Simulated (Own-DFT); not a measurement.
## Calculated data, GaP (zincblende, strongly disordered by large displacements), InAs (zincblende, strongly disordered by large displacements)

Computed with Own-DFT development build. A calculation, not a measurement: plane-wave PBE density functional theory by an unreviewed code, no spin, of a simulated periodic cell, stress positive in tension, free energy of the whole cell less one offset for each atom, forces on such cells passed a denser k mesh, this cell's mesh not checked; broken bonds can close the gap or carry spin, so checks made on this kind of crystal may not hold here; offsets are fitted by least squares, one for each functional and potential file, so energies compare only between cells with the same atoms and settings and are not formation energies; the far tail of each file's local potential was reset to the Coulomb form; each entry is a single point on an unrelaxed cell, so the pressure reflects the starting lattice, mostly measured values (interpolated for alloys), from which strain is counted, and rises with the displacements; printed positions are rounded, which can move forces by about a meV/angstrom; the program, named Own-DFT, is a retired in-house code; no spin-orbit coupling.

Common to all runs: functional PBE; potential files PseudoDojo norm-conserving, scalar-relativistic, standard set; wave cutoff 42 hartree; occupations Fermi-Dirac; smearing width 0.1 eV; k mesh 3 x 3 x 3 centred on Gamma.

(1) GaP (zincblende, strongly disordered by large displacements)

```cif
# cell vector a (Å): 10.9010 0.0000 0.0000
# cell vector b (Å): 0.0000 10.9010 0.0000
# cell vector c (Å): 0.0000 0.0000 10.9010
data_GaP
_symmetry_space_group_name_H-M 'P 1'
_symmetry_Int_Tables_number 1
_cell_length_a 10.9010
_cell_length_b 10.9010
_cell_length_c 10.9010
_cell_angle_alpha 90.000
_cell_angle_beta 90.000
_cell_angle_gamma 90.000
_cell_volume 1295.39
loop_
_atom_site_label
_atom_site_type_symbol
_atom_site_fract_x
_atom_site_fract_y
_atom_site_fract_z
_atom_site_occupancy
Ga1 Ga 0.02538 0.00124 0.99981 1
Ga2 Ga 0.98833 0.25127 0.21850 1
Ga3 Ga 0.22286 0.98819 0.21273 1
Ga4 Ga 0.27942 0.23807 0.02007 1
P1 P 0.16226 0.14664 0.12863 1
P2 P 0.15315 0.38627 0.36390 1
P3 P 0.39654 0.11171 0.35305 1
P4 P 0.37301 0.36879 0.10565 1
Ga5 Ga 0.00374 0.98090 0.49351 1
Ga6 Ga 0.02486 0.28701 0.75346 1
Ga7 Ga 0.25048 0.97923 0.78333 1
Ga8 Ga 0.22510 0.24814 0.49945 1
P5 P 0.14249 0.09826 0.63379 1
P6 P 0.14959 0.36250 0.89718 1
P7 P 0.35860 0.15036 0.84985 1
P8 P 0.38390 0.37528 0.63785 1
Ga9 Ga 0.97608 0.49073 0.01388 1
Ga10 Ga 0.96736 0.74228 0.23946 1
Ga11 Ga 0.26237 0.52314 0.24083 1
Ga12 Ga 0.28226 0.75101 0.01848 1
P9 P 0.12101 0.64960 0.12310 1
P10 P 0.13374 0.88609 0.36784 1
P11 P 0.37470 0.61217 0.40128 1
P12 P 0.35931 0.88813 0.13346 1
Ga13 Ga 0.00316 0.49077 0.49679 1
Ga14 Ga 0.04026 0.76964 0.77097 1
Ga15 Ga 0.22310 0.50860 0.76424 1
Ga16 Ga 0.28211 0.74162 0.49371 1
P13 P 0.12948 0.65138 0.64458 1
P14 P 0.14141 0.87197 0.88565 1
P15 P 0.36125 0.61412 0.85753 1
P16 P 0.38559 0.89517 0.63069 1
Ga17 Ga 0.49043 0.98452 0.98472 1
Ga18 Ga 0.51171 0.24878 0.24951 1
Ga19 Ga 0.74223 0.02339 0.22099 1
Ga20 Ga 0.74500 0.27168 0.00937 1
P17 P 0.65088 0.18431 0.14778 1
P18 P 0.60954 0.38432 0.35850 1
P19 P 0.89935 0.11315 0.41084 1
P20 P 0.87001 0.37030 0.09896 1
Ga21 Ga 0.47887 0.98585 0.49851 1
Ga22 Ga 0.50745 0.26051 0.77070 1
Ga23 Ga 0.75511 0.96630 0.73821 1
Ga24 Ga 0.73831 0.25561 0.48827 1
P21 P 0.63898 0.13356 0.63463 1
P22 P 0.63999 0.38442 0.87910 1
P23 P 0.87056 0.12442 0.85099 1
P24 P 0.87789 0.34857 0.61434 1
Ga25 Ga 0.53857 0.50394 0.97557 1
Ga26 Ga 0.46650 0.75936 0.28325 1
Ga27 Ga 0.74185 0.49306 0.27468 1
Ga28 Ga 0.73079 0.74696 0.99797 1
P25 P 0.64345 0.63550 0.11553 1
P26 P 0.60557 0.84480 0.41516 1
P27 P 0.85587 0.60742 0.35822 1
P28 P 0.89437 0.87256 0.13189 1
Ga29 Ga 0.52125 0.49979 0.52131 1
Ga30 Ga 0.52040 0.74575 0.73123 1
Ga31 Ga 0.73784 0.53285 0.76745 1
Ga32 Ga 0.75022 0.72909 0.51902 1
P29 P 0.63890 0.60218 0.61903 1
P30 P 0.63725 0.88984 0.87609 1
P31 P 0.89966 0.64356 0.88420 1
P32 P 0.86412 0.87460 0.62167 1
```

* hardware: one NVIDIA H100
* free energy of cell above offsets: 0.106 eV
* pressure: 10.21 GPa
* stress xx: -9.79 GPa
* stress yy: -11.22 GPa
* stress zz: -9.61 GPa
* stress yz: 0.46 GPa
* stress xz: 2.2 GPa
* stress xy: -2.69 GPa
* wall time: 610.4 s

Force:
```csv
element,x (eV/Å),y (eV/Å),z (eV/Å)
Ga,-1.74,1.628,0.151
Ga,1.503,-0.971,2.591
Ga,-0.967,0.79,4.149
Ga,0.132,-0.994,-5.068
P,-6.094,-0.736,0.934
P,-2.44,-0.014,-0.381
P,-1.984,0.046,0.541
P,4.552,5.329,3.535
Ga,2.107,-1.24,2.693
Ga,-1,-2.969,-0.586
Ga,3.137,3.259,-4.154
Ga,2.283,-1.107,0.489
P,-1.217,1.03,-0.203
P,-1.692,1.596,0.255
P,0.543,-2.37,1.882
P,-1.139,0.469,-0.576
Ga,5.203,4.1,-3.104
Ga,3.004,-2.32,3.384
Ga,-0.431,-0.945,-0.664
Ga,-1.486,-2.478,-2.743
P,0.114,-1.804,0.125
P,0.028,-2.785,0.157
P,2.479,-3.428,-2.864
P,5.218,-1.333,-0.377
Ga,-0.037,0.179,0.097
Ga,-4.978,-1.555,-2.317
Ga,0.25,-1.721,-1.248
Ga,-3.916,4.574,3.456
P,0.52,-2.062,-3.634
P,0.543,-0.249,5.737
P,3.837,2.234,2.185
P,-2.443,-3.744,3.348
Ga,-0.898,2.085,0.235
Ga,-5.356,0.996,1.117
Ga,2.134,-2.232,2.16
Ga,-0.331,-3.15,-5.616
P,0.641,-3.957,-1.541
P,-0.694,-0.638,3.389
P,-3.622,4.011,-4.659
P,0.064,0.41,6.203
Ga,3.07,3.855,-2.185
Ga,1.322,-0.12,-2.163
Ga,-1.342,5.407,1.536
Ga,0.305,-1.24,0.031
P,-1.426,-0.675,-0.046
P,1.788,-2.547,-3.081
P,0.92,0.188,1.601
P,0.536,2.891,0.669
Ga,-4.806,3.382,3.297
Ga,1.395,0.092,-1.127
Ga,-1.097,-1.218,-5.373
Ga,4.142,2.912,-2.268
P,-3.737,-3.248,3.889
P,1.071,1.142,-1.881
P,4.296,3.603,4.047
P,-3.483,4.404,-3.675
Ga,-4.111,-3.518,-2.629
Ga,-1.606,0.576,0.838
Ga,3.796,-1.902,1.661
Ga,1.545,1.101,-2.075
P,0.553,2.987,2.053
P,-1.378,-2.248,0.431
P,-1.731,-0.331,-0.421
P,4.152,-3.427,-2.209
```

(2) GaP (zincblende, strongly disordered by large displacements)

```cif
# cell vector a (Å): 10.9010 0.0000 0.0000
# cell vector b (Å): 0.0000 10.9010 0.0000
# cell vector c (Å): 0.0000 0.0000 10.9010
data_GaP
_symmetry_space_group_name_H-M 'P 1'
_symmetry_Int_Tables_number 1
_cell_length_a 10.9010
_cell_length_b 10.9010
_cell_length_c 10.9010
_cell_angle_alpha 90.000
_cell_angle_beta 90.000
_cell_angle_gamma 90.000
_cell_volume 1295.39
loop_
_atom_site_label
_atom_site_type_symbol
_atom_site_fract_x
_atom_site_fract_y
_atom_site_fract_z
_atom_site_occupancy
Ga1 Ga 0.99506 0.97519 0.97180 1
Ga2 Ga 0.01598 0.22689 0.26443 1
Ga3 Ga 0.26446 0.02488 0.22542 1
Ga4 Ga 0.25031 0.26673 0.99352 1
P1 P 0.12482 0.12110 0.12336 1
P2 P 0.12818 0.39673 0.34132 1
P3 P 0.37748 0.11920 0.36286 1
P4 P 0.38848 0.36698 0.10290 1
Ga5 Ga 0.98433 0.98982 0.51718 1
Ga6 Ga 0.99982 0.22704 0.71640 1
Ga7 Ga 0.23196 0.96237 0.76654 1
Ga8 Ga 0.22061 0.25943 0.46245 1
P5 P 0.12410 0.10321 0.62849 1
P6 P 0.13426 0.36860 0.87431 1
P7 P 0.37596 0.11956 0.87820 1
P8 P 0.37458 0.36232 0.60192 1
Ga9 Ga 0.01735 0.51176 0.96194 1
Ga10 Ga 0.00149 0.78472 0.23422 1
Ga11 Ga 0.22925 0.50659 0.24850 1
Ga12 Ga 0.25471 0.75080 0.01022 1
P9 P 0.13253 0.63003 0.12486 1
P10 P 0.13830 0.86417 0.38168 1
P11 P 0.35455 0.68713 0.39292 1
P12 P 0.35768 0.86653 0.14371 1
Ga13 Ga 0.98244 0.48796 0.50298 1
Ga14 Ga 0.01848 0.75155 0.77632 1
Ga15 Ga 0.22679 0.47802 0.73698 1
Ga16 Ga 0.23282 0.76776 0.51584 1
P13 P 0.12083 0.64606 0.61960 1
P14 P 0.14141 0.84123 0.87049 1
P15 P 0.35327 0.62059 0.88896 1
P16 P 0.35032 0.84623 0.61983 1
Ga17 Ga 0.48574 0.01075 0.01915 1
Ga18 Ga 0.51641 0.25188 0.27180 1
Ga19 Ga 0.76064 0.00608 0.24314 1
Ga20 Ga 0.75059 0.27142 0.03191 1
P17 P 0.65858 0.14953 0.12518 1
P18 P 0.62364 0.37053 0.37116 1
P19 P 0.86504 0.15155 0.38722 1
P20 P 0.87455 0.36021 0.12483 1
Ga21 Ga 0.48213 0.00845 0.49284 1
Ga22 Ga 0.52729 0.25466 0.77175 1
Ga23 Ga 0.74874 0.01080 0.75754 1
Ga24 Ga 0.72131 0.24213 0.53225 1
P21 P 0.62290 0.11858 0.63260 1
P22 P 0.65008 0.36320 0.84363 1
P23 P 0.90338 0.10508 0.88967 1
P24 P 0.88645 0.38225 0.62227 1
Ga25 Ga 0.47841 0.46229 0.98105 1
Ga26 Ga 0.48593 0.77375 0.25653 1
Ga27 Ga 0.75453 0.47462 0.25500 1
Ga28 Ga 0.73399 0.75943 0.00058 1
P25 P 0.66485 0.58562 0.14703 1
P26 P 0.61142 0.87239 0.36268 1
P27 P 0.83518 0.62041 0.36286 1
P28 P 0.88775 0.91038 0.12076 1
Ga29 Ga 0.48066 0.47835 0.51491 1
Ga30 Ga 0.53308 0.71324 0.75394 1
Ga31 Ga 0.74001 0.50727 0.72245 1
Ga32 Ga 0.73128 0.76068 0.53034 1
P29 P 0.62349 0.63282 0.62211 1
P30 P 0.64087 0.87034 0.88956 1
P31 P 0.82989 0.63023 0.88511 1
P32 P 0.86541 0.84787 0.63856 1
```

- hardware: one NVIDIA H100
- free energy of cell above offsets: 4.406 eV
- pressure: 11.85 GPa
- stress xx: -11.51 GPa
- stress yy: -11.83 GPa
- stress zz: -12.21 GPa
- stress yz: 2.98 GPa
- stress xz: -0.86 GPa
- stress xy: -3.25 GPa
- wall time: 595.1 s

Force:
```csv
element,x (eV/Å),y (eV/Å),z (eV/Å)
Ga,5.063,-2.994,1.76
Ga,-1.138,1.111,-0.907
Ga,-0.834,-1.367,1.482
Ga,0.718,-2.909,1.288
P,-0.506,0.555,-2.227
P,-5.665,-4.69,4.903
P,-0.78,2.426,0.349
P,-2.734,-2.845,6.892
Ga,-0.256,-0.442,-1.694
Ga,-1.023,1.108,3
Ga,4.141,4.462,-3.67
Ga,1.923,-1.548,1.524
P,1.813,-0.201,-1.442
P,-2.813,-0.87,-1.89
P,-0.772,0.419,-0.756
P,-4.169,-4.126,4.361
Ga,-2.014,0.967,1.991
Ga,0.461,-2.221,1.492
Ga,6.731,4.764,-3.203
Ga,0.67,-0.756,0.88
P,-2.67,0.603,-1.239
P,-3.269,3.8,-2.659
P,2.409,-5.523,-2.51
P,0.658,1.702,-2.737
Ga,2.319,4.552,-3.984
Ga,-6.307,-4.482,-4.067
Ga,1.901,2.349,-1.564
Ga,-4.349,-2.617,-1.941
P,-2.095,-4.202,1.494
P,0.165,1.849,6.253
P,2.615,-1.536,-2.328
P,7.287,5.345,5.746
Ga,1.47,-0.668,0.143
Ga,-2.167,-2.145,-3.431
Ga,-0.852,0.993,2.07
Ga,-0.557,0.694,-7.397
P,-6.01,-5.365,3.035
P,0.707,1.789,4.355
P,0.06,-2.172,0.861
P,6.412,3.439,2.885
Ga,0.734,-2.287,1.446
Ga,-5.787,-4.487,-3.178
Ga,1.603,-1.497,0.789
Ga,3.173,3.44,-3.493
P,-3.029,-2.66,1.421
P,3.158,3.729,4.401
P,-4.448,6.102,-4.508
P,-3.036,-3.203,2.622
Ga,4.396,4.887,-3.945
Ga,0.66,-3.717,-0.402
Ga,3.262,-3.928,2.535
Ga,2.479,-2.599,5.677
P,-6.021,6.064,-5.838
P,3.141,2.746,2.494
P,2.791,1.936,2.389
P,-1.428,-2.772,0.291
Ga,3.775,5.568,-4.282
Ga,-5.381,3.976,6.099
Ga,2.037,-0.402,1.411
Ga,0.42,0.407,-5.061
P,-0.483,-5.266,-4.556
P,-4.802,3.619,-3.363
P,4.103,-1.909,-1.712
P,2.142,3.002,1.644
```

(3) InAs (zincblende, strongly disordered by large displacements)

```cif
# cell vector a (Å): 12.1166 0.0000 0.0000
# cell vector b (Å): 0.0000 12.1166 0.0000
# cell vector c (Å): 0.0000 0.0000 12.1166
data_InAs
_symmetry_space_group_name_H-M 'P 1'
_symmetry_Int_Tables_number 1
_cell_length_a 12.1166
_cell_length_b 12.1166
_cell_length_c 12.1166
_cell_angle_alpha 90.000
_cell_angle_beta 90.000
_cell_angle_gamma 90.000
_cell_volume 1778.86
loop_
_atom_site_label
_atom_site_type_symbol
_atom_site_fract_x
_atom_site_fract_y
_atom_site_fract_z
_atom_site_occupancy
In1 In 0.00168 0.96917 0.00398 1
In2 In 0.00042 0.22086 0.26501 1
In3 In 0.22788 0.02716 0.21458 1
In4 In 0.23366 0.25111 0.00866 1
As1 As 0.10256 0.13559 0.13878 1
As2 As 0.11512 0.42175 0.38661 1
As3 As 0.36794 0.14768 0.37750 1
As4 As 0.39594 0.35759 0.10652 1
In5 In 0.01154 0.99596 0.52902 1
In6 In 0.00888 0.22588 0.76677 1
In7 In 0.23397 0.03508 0.74931 1
In8 In 0.24401 0.24622 0.50385 1
As5 As 0.12305 0.11090 0.64057 1
As6 As 0.14460 0.37275 0.86912 1
As7 As 0.37025 0.14296 0.85358 1
As8 As 0.37679 0.37999 0.62728 1
In9 In 0.98396 0.50132 0.00176 1
In10 In 0.00586 0.73779 0.24475 1
In11 In 0.24901 0.49969 0.26280 1
In12 In 0.28030 0.74211 0.99502 1
As9 As 0.13505 0.64088 0.14478 1
As10 As 0.14475 0.88337 0.36442 1
As11 As 0.36798 0.62545 0.34216 1
As12 As 0.39750 0.85382 0.15783 1
In13 In 0.02974 0.49813 0.51165 1
In14 In 0.02553 0.75486 0.76558 1
In15 In 0.24593 0.49251 0.73547 1
In16 In 0.26015 0.73469 0.51110 1
As13 As 0.11101 0.66214 0.63945 1
As14 As 0.11530 0.90547 0.87558 1
As15 As 0.36963 0.62761 0.88623 1
As16 As 0.39421 0.86178 0.65012 1
In17 In 0.51203 0.00343 0.00496 1
In18 In 0.53083 0.20605 0.24061 1
In19 In 0.72170 0.99473 0.24506 1
In20 In 0.76805 0.26106 0.99640 1
As17 As 0.60259 0.14132 0.10318 1
As18 As 0.63605 0.35654 0.38597 1
As19 As 0.90432 0.13639 0.38942 1
As20 As 0.87339 0.34808 0.14408 1
In21 In 0.48209 0.99656 0.47836 1
In22 In 0.47109 0.22994 0.73006 1
In23 In 0.77773 0.99142 0.75354 1
In24 In 0.72031 0.24809 0.50125 1
As21 As 0.61314 0.10669 0.61711 1
As22 As 0.61270 0.35984 0.89069 1
As23 As 0.88099 0.13712 0.87805 1
As24 As 0.85002 0.36891 0.61377 1
In25 In 0.48264 0.50416 0.98695 1
In26 In 0.50975 0.72444 0.25832 1
In27 In 0.73661 0.52222 0.25502 1
In28 In 0.73988 0.74556 0.99868 1
As25 As 0.62119 0.63333 0.10667 1
As26 As 0.58346 0.87227 0.38649 1
As27 As 0.87945 0.61235 0.37766 1
As28 As 0.88784 0.87946 0.11371 1
In29 In 0.46882 0.47687 0.52286 1
In30 In 0.50262 0.73731 0.71834 1
In31 In 0.74414 0.47716 0.72017 1
In32 In 0.74397 0.73361 0.48003 1
As29 As 0.64219 0.58060 0.60958 1
As30 As 0.62905 0.88319 0.88961 1
As31 As 0.84713 0.61941 0.87766 1
As32 As 0.88212 0.84810 0.62771 1
```

- hardware: one NVIDIA H200

Questions
1. Give the missing pressure for InAs (zincblende, strongly disordered by large displacements) (entry 3).
2. Give the table of force values for InAs (zincblende, strongly disordered by large displacements) (entry 3).

Calculated values
1. 10.86 GPa
2. 
Force:
```csv
element,x (eV/Å),y (eV/Å),z (eV/Å)
In,-0.353,5.185,0.177
In,0.389,5.888,-0.597
In,4.983,-4.325,3.684
In,1.166,-0.103,0.22
As,-0.382,0.577,-6.831
As,4.376,-7.403,-6.559
As,0.315,-1.414,-1.777
As,-1.123,-0.201,2.019
In,-1.436,-2.138,-3.031
In,0.841,3.449,-1.384
In,6.004,-5.257,5.221
In,-1.311,1.419,0.489
As,-3.554,5.346,-5.766
As,-2.441,0.346,0.163
As,-2.391,-3.045,5.73
As,-5.987,-6.039,5.193
In,0.707,-0.267,0.551
In,-2.173,2.595,2.269
In,-0.069,-2.176,-3.383
In,-3.332,4.308,4.281
As,1.771,-2.352,-3.557
As,-0.678,-0.31,1.007
As,0.339,-0.1,4.775
As,-2.358,3.231,-2.914
In,-6.572,4.608,8.139
In,-4.736,2.484,5.049
In,-0.474,2.152,0.802
In,0.852,1.501,-1.144
As,3.457,-5.418,-4.625
As,4.525,-2.218,-2.497
As,1.562,-2.245,-6.091
As,-5.045,5.22,-3.466
In,-2.884,-2.182,-0.99
In,-5.304,6.21,9.905
In,1.006,0.004,-0.075
In,-1.272,0.08,-0.2
As,7.185,-2.821,-7.315
As,-4.27,4.448,-5.092
As,-4.923,-3.756,5.077
As,0.542,2.231,0.716
In,-2.844,2.789,3.358
In,4.779,2.157,-2.417
In,-1.177,-0.043,0.017
In,3.573,-4.219,3.196
As,0.375,-0.375,0.581
As,-0.048,0.393,-1.891
As,-1.271,-2.879,1.509
As,5.222,-2.601,-1.64
In,1.796,-1.27,0.959
In,2.583,0.188,-0.398
In,-0.03,-1.843,-0.508
In,1.734,2.088,-0.278
As,-1.056,-2.105,1.591
As,4.512,-3.02,-2.239
As,0.925,0.468,-0.203
As,-4.459,-3.172,4.17
In,6.618,6.375,-8.334
In,4.688,-4.777,3.375
In,0.315,-0.581,7.401
In,-0.405,0.935,0.835
As,-4.241,4.658,-3.043
As,0.265,-0.528,-2.372
As,1.633,-0.636,-1.497
As,-0.443,0.486,-0.339
```

Further results for InAs (zincblende, strongly disordered by large displacements) (entry 3):

* free energy of cell above offsets: 8.791 eV
* stress xx: -10.48 GPa
* stress yy: -9.53 GPa
* stress zz: -12.57 GPa
* stress yz: -0.16 GPa
* stress xz: 3.98 GPa
* stress xy: 2.67 GPa
* wall time: 1211 s
